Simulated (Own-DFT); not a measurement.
# Strain and stress in hcp Ru, 36 atoms (Ru36)

Calculated, not measured: single-point runs of Own-DFT, a retired in-house plane-wave DFT program that no person has reviewed, on unrelaxed cells, without spin or spin-orbit coupling.

Common settings: PBE; PseudoDojo norm-conserving scalar-relativistic files; cutoff 50 hartree; 5 x 5 x 4 k mesh centred on Gamma; cold (Marzari-Vanderbilt) smearing of 0.2 eV.

Known weak points: forces on such cells failed a check on a denser k mesh; stress not checked against mesh or cutoff.

Unstrained cell vectors in Å: (8.118, 0.000, 0.000); (-4.059, 7.030, 0.000); (0.000, 0.000, 8.563). The unstrained cell has measured lattice constants (interpolated for alloys), not those of this functional. That, the random moves and any unrelaxed bonds set the pressure at no strain. The cell is deformed uniformly in each run, and the atoms keep their fractional places. Random moves of width 0.05 Å per axis were added to every atom. Stress is counted positive in tension, P = -(s_xx + s_yy + s_zz)/3, and strain components are those of the symmetric tensor.

| run | e_xx (%) | e_yy (%) | e_zz (%) | e_yz (%) | e_xz (%) | e_xy (%) | s_xx (GPa) | s_yy (GPa) | s_zz (GPa) | s_yz (GPa) | s_xz (GPa) | s_xy (GPa) | P (GPa) | E (meV/atom) |
|---|---|---|---|---|---|---|---|---|---|---|---|---|---|---|
| 1 | 0.46 | 0.60 | -0.34 | 0.46 | -1.91 | -0.72 | -5.13 | -4.14 | -7.65 | 1.21 | -7.13 | -3.27 | 5.64 | 25.1 |
| 2 | -1.51 | 1.00 | -0.03 | -1.45 | -0.11 | 0.92 | -16.37 | -4.58 | -8.91 | -5.16 | -0.38 | 3.40 | 9.95 | 38.7 |
| 3 | 1.19 | 1.54 | -1.62 | 1.82 | 1.52 | -0.93 | -1.19 | 0.16 | -13.98 | 6.36 | 5.61 | -2.67 | 5.00 | 34.2 |
| 4 | 0.13 | 1.79 | 0.73 | -0.34 | -0.07 | 0.78 | -1.55 | 4.16 | 1.55 | -1.29 | -0.43 | 2.53 | -1.39 | 0.0 |
| 5 | 1.36 | -1.21 | 0.78 | 1.26 | 0.12 | 0.72 | -0.30 | -10.49 | -2.72 | 4.62 | 0.09 | 3.48 | 4.50 | 20.3 |
| 6 | -1.16 | 0.58 | 0.19 | -0.68 | -1.31 | -0.69 | -12.49 | -6.50 | -7.23 | -2.61 | -4.99 | -2.81 | 8.74 | 20.2 |
| 7 | 1.14 | 0.34 | 0.08 | -0.97 | 0.22 | 1.26 | -0.54 | -4.18 | -5.17 | -3.97 | 0.71 | 4.95 | 3.30 | 30.7 |
| 8 | 0.69 | -1.86 | -0.73 | 1.74 | 1.72 | 0.81 | -9.28 | -19.22 | -15.73 | 6.77 | 6.66 | 3.53 | 14.74 | 42.3 |
| 9 | 0.64 | -1.13 | -1.57 | -1.07 | 0.44 | 1.95 | -9.84 | -17.91 | -20.15 | -4.61 | 1.52 | 8.14 | 15.97 | 57.9 |
| 10 | -0.31 | -1.35 | -1.32 | -0.20 | -1.30 | -0.06 | -15.42 | -19.64 | -21.31 | -0.95 | -5.23 | -0.95 | 18.79 | 52.5 |
| 11 | 1.75 | -0.27 | 0.58 | 1.95 | -1.32 | -1.53 | 0.77 | -5.15 | -2.23 | 5.81 | -4.28 | -5.77 | 2.21 | 40.7 |
| 12 | 1.20 | 0.22 | -0.40 | 1.05 | -0.99 | 1.66 | -1.88 | -5.00 | -8.18 | 4.06 | -4.28 | 7.11 | 5.02 | 27.8 |
| 13 | 0.21 | -0.98 | 0.31 | -1.52 | -0.04 | -1.03 | -8.46 | -13.08 | -7.69 | -5.35 | -0.54 | -4.82 | 9.74 | 36.0 |
| 14 | -1.04 | -0.05 | 0.91 | 0.01 | -1.95 | 1.75 | -13.93 | -8.35 | -4.20 | 0.52 | -7.14 | 7.71 | 8.83 | 39.1 |
| 15 | 1.44 | 0.72 | -1.33 | -1.88 | 0.49 | 1.50 | -1.30 | -3.75 | -12.19 | -7.38 | 2.20 | 5.70 | 5.75 | 29.5 |
| 16 | 0.48 | 0.76 | -1.20 | 0.57 | 0.69 | 0.85 | ? | ? | ? | ? | ? | ? | ? | ? |

The last column gives the free energy per atom over the lowest of the runs shown.

## Working it out

Least squares on the runs shown: each stress against a constant and the strains, taken as fractions with shears doubled. Shear strains stay in the fit of a normal stress only where such slopes are resolved. The slopes, in GPa:

| stress | at no strain | per e_xx | per e_yy | per e_zz | scatter |
|---|---|---|---|---|---|
| s_xx | -8.4 | 588 ± 25 | 204 ± 22 | 189 ± 28 | 0.91 |
| s_yy | -8.1 | 192 ± 11 | 601 ± 10 | 221 ± 13 | 0.42 |
| s_zz | -8.1 | 182 ± 13 | 229 ± 12 | 682 ± 15 | 0.49 |

The slope of each shear stress on twice its own strain, from a fit on all six strains: yz 188 ± 5, xz 187 ± 6, xy 209 ± 6 GPa. These are stiffnesses along x, y and z of the frame in which the cell vectors are given, with the crystal's c axis along z: C11, C12, C13 and C33. Hexagonal symmetry asks that xx and yy behave alike, which is a second check on the noise. The atoms are held to the strained lattice; where symmetry lets them move under strain, relaxing them would lower some slopes. Symmetry asks for nearly equal slopes across the diagonal; the mismatch is a measure of noise. A ninth of the table's sum, 343 ± 9 GPa, estimates the bulk modulus near the mean pressure of these runs, 7.8 GPa, so it lies above the value at zero pressure.

## The run left out

Q: what normal stresses and pressure should run 16 give?

Estimate: s_xx = -6.3, s_yy = -5.2, s_zz = -13.7 and P = 8.4 GPa. The calculation gave -5.92, -5.23, -13.86 and P = 8.34 GPa.
